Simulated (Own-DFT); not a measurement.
# Strain and stress in 2H SiC, 32 atoms (C16Si16)

Calculated results; nothing here was measured. They come from Own-DFT, an in-house plane-wave density functional program, since retired, whose code no person has reviewed. Each row is one single-point run on a periodic cell that was not relaxed, without spin or spin-orbit coupling.

Settings of every run: PBE; PseudoDojo norm-conserving scalar-relativistic files; cutoff 42 hartree; 5 x 5 x 3 k mesh centred on Gamma; Fermi-Dirac smearing of 0.1 eV.

Known limits: forces on such cells passed a denser k mesh, each cell not checked; stress not checked against mesh or cutoff.

Unstrained cell vectors in Å: (6.165, 0.000, 0.000); (-3.083, 5.339, 0.000); (0.000, 0.000, 10.068). The unstrained cell has measured lattice constants (interpolated for alloys), not those of this functional. That, the random moves and any unrelaxed bonds set the pressure at no strain. Each run strains this cell uniformly, with the atoms carried along. Every atom was also moved at random, by a Gaussian of width 0.05 Å on each axis. Strain is the symmetric tensor, in per cent. Stress is positive in tension, and the pressure is minus a third of its trace.

```
run,e_xx (%),e_yy (%),e_zz (%),e_yz (%),e_xz (%),e_xy (%),s_xx (GPa),s_yy (GPa),s_zz (GPa),s_yz (GPa),s_xz (GPa),s_xy (GPa),P (GPa),E (meV/atom)
1,1.53,-1.82,-1.95,0.76,0.72,1.71,2.43,-14.08,-22.67,3.48,3.63,6.31,11.44,68.4
2,1.74,0.61,-0.81,0.95,1.75,-0.60,3.91,1.34,-9.45,1.99,4.61,-1.36,1.40,19.9
3,0.56,-0.23,1.41,-1.83,0.38,-1.08,-4.39,-4.60,1.74,-7.76,-0.57,-6.55,2.42,45.5
4,-0.92,0.14,0.81,0.43,-0.82,0.65,-10.40,-5.02,-2.94,1.59,-2.59,2.11,6.12,36.4
5,-1.91,-1.13,-1.40,-0.24,0.42,1.03,-18.41,-16.06,-17.79,-1.99,1.12,4.05,17.42,90.4
6,-1.49,1.61,-0.13,-0.59,-1.08,-1.20,-12.18,5.57,-9.17,-1.70,-3.37,-4.34,5.26,11.0
7,0.16,0.68,-1.59,-0.55,-1.68,0.27,-0.84,-3.82,-16.06,-1.85,-4.23,3.03,6.91,22.1
8,-0.93,0.74,-0.41,1.82,-1.17,-0.05,-8.26,0.87,-13.49,4.71,-3.26,-0.96,6.96,46.7
9,1.71,1.93,-0.87,0.00,-0.14,0.25,7.64,6.94,-12.39,-0.41,0.01,0.28,-0.73,6.5
10,0.00,-1.66,-1.75,0.24,-0.16,-1.99,-8.90,-17.92,-18.98,1.97,0.28,-11.25,15.27,104.0
11,-1.29,-0.62,-1.29,-1.33,-1.43,1.18,-15.24,-9.05,-16.55,-5.06,-3.63,7.48,13.61,51.6
12,-0.98,1.15,0.49,1.69,1.03,-0.06,-10.81,3.52,-3.94,4.43,4.31,-0.45,3.74,33.7
13,-1.23,0.37,-1.68,-0.51,1.76,-1.57,-10.45,-5.60,-17.94,-2.29,3.48,-9.53,11.33,36.9
14,-0.50,0.55,-0.81,-1.88,-1.67,0.97,-6.26,-2.73,-13.77,-6.52,-4.54,3.08,7.59,52.1
15,-1.74,1.48,0.94,0.74,0.53,-1.75,-12.67,2.10,-1.61,0.96,0.76,-7.71,4.06,36.1
16,-0.58,0.19,1.82,1.79,-0.12,0.04,-7.06,-3.54,1.07,5.88,0.61,-0.60,3.18,55.2
17,0.10,-1.01,1.53,-0.38,0.06,-0.74,-3.70,-8.79,1.82,-1.72,-0.06,-4.42,3.56,0.0
18,1.63,-1.89,-0.86,1.30,-0.26,-0.62,?,?,?,?,?,?,?,?
```

E is the free energy for each atom above the lowest run shown.

## Worked fit

Each stress component was fitted by least squares to a constant and the strains of the runs shown, as fractions, with shears doubled. Shear strains stay in the fit of a normal stress only where such slopes are resolved. The slopes, in GPa:

| stress | at no strain | per e_xx | per e_yy | per e_zz | scatter |
|---|---|---|---|---|---|
| s_xx | -5.1 | 579 ± 36 | 144 ± 38 | -1 ± 34 | 1.65 |
| s_yy | -4.6 | 105 ± 36 | 614 ± 38 | 86 ± 34 | 1.64 |
| s_zz | -8.0 | 50 ± 34 | 56 ± 36 | 618 ± 32 | 1.56 |

Each shear stress against twice its own strain: yz 176 ± 9, xz 127 ± 9, xy 239 ± 20 GPa. These are stiffnesses along x, y and z of the frame in which the cell vectors are given, which need not be the crystal's axes. The atoms are held to the strained lattice; where symmetry lets them move under strain, relaxing them would lower some slopes. The table should be nearly symmetric about its diagonal, and what it lacks of that shows the noise. A ninth of its sum, 250 ± 8 GPa, estimates the bulk modulus near the mean pressure of these runs, 7.0 GPa, so it lies above the value at zero pressure.

## Withheld run

Question: what normal stresses and pressure should run 18 give?

The fit gives s_xx = 1.6, s_yy = -15.2, s_zz = -13.5 and P = 9.0 GPa. The calculation gave 2.61, -13.01, -12.59 and P = 7.66 GPa.
